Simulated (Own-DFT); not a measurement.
# Strain and stress in wurtzite AlGaN with randomly placed atoms, 72 atoms (Al9Ga27N36)

All numbers below are calculated, not measured. They come from Own-DFT, an in-house plane-wave density functional program, since retired, whose code no person has reviewed. Each row is one single-point run on a periodic cell that was not relaxed, without spin or spin-orbit coupling.

Settings of every run: PBE; PseudoDojo norm-conserving scalar-relativistic files; cutoff 42 hartree; 4 x 4 x 3 k mesh centred on Gamma; Fermi-Dirac smearing of 0.1 eV.

Known limits: forces on such cells passed a denser k mesh, each cell not checked; stress not checked against mesh or cutoff.

Unstrained cell vectors in Å: (9.509, 0.000, 0.000); (-4.755, 8.235, 0.000); (0.000, 0.000, 10.268). The unstrained cell has measured lattice constants (interpolated for alloys), not those of this functional. That, the random moves and any unrelaxed bonds set the pressure at no strain. Each run strains this cell uniformly, with the atoms carried along. Every atom was also moved at random, by a Gaussian of width 0.05 Å on each axis. The random placing of the alloy's atoms differs from row to row. Strain is the symmetric tensor, in per cent. Stress is positive in tension, and the pressure is minus a third of its trace.

| run | e_xx (%) | e_yy (%) | e_zz (%) | s_xx (GPa) | s_yy (GPa) | s_zz (GPa) | P (GPa) | E (meV/atom) |
|---|---|---|---|---|---|---|---|---|
| 1 | -3.00 | -3.00 | 0.00 | -27.62 | -26.58 | -12.14 | 22.11 | 83.6 |
| 2 | -2.25 | -2.25 | 0.00 | -22.10 | -20.90 | -12.18 | 18.39 | 77.3 |
| 3 | 0.50 | 0.50 | 0.00 | -2.57 | -4.52 | -8.35 | 5.15 | 8.7 |
| 4 | 2.00 | 2.00 | 0.00 | 2.63 | 3.20 | -5.55 | -0.09 | 7.1 |
| 5 | 2.25 | 2.25 | 0.00 | 2.88 | 3.51 | -3.42 | -0.99 | 12.2 |
| 6 | 2.50 | 2.50 | 0.00 | 5.47 | 4.20 | -4.36 | -1.77 | 10.2 |
| 7 | 0.75 | 0.75 | 0.00 | -3.56 | -2.39 | -5.95 | 3.97 | 0.0 |
| 8 | 1.50 | 1.50 | 0.00 | 0.76 | -0.49 | -4.97 | 1.57 | 12.6 |
| 9 | 1.25 | 1.25 | 0.00 | ? | ? | ? | ? | ? |

E is the free energy for each atom above the lowest run shown.

## Worked fit

The change of volume is close to e_xx + e_yy + e_zz. A straight line through the runs shown gives P = 8.47 - 220 x (fractional change of volume) GPa, with an error of 8 on the slope and a scatter of 0.85 GPa. The strain isn't the same on all axes and the cell isn't cubic, so the slope belongs to this path and is not the bulk modulus.

## Withheld run

Question: what pressure should run 9 give? Its volume changes by 2.52 %.

The line gives 2.9 GPa. The calculation gave 2.80 GPa.
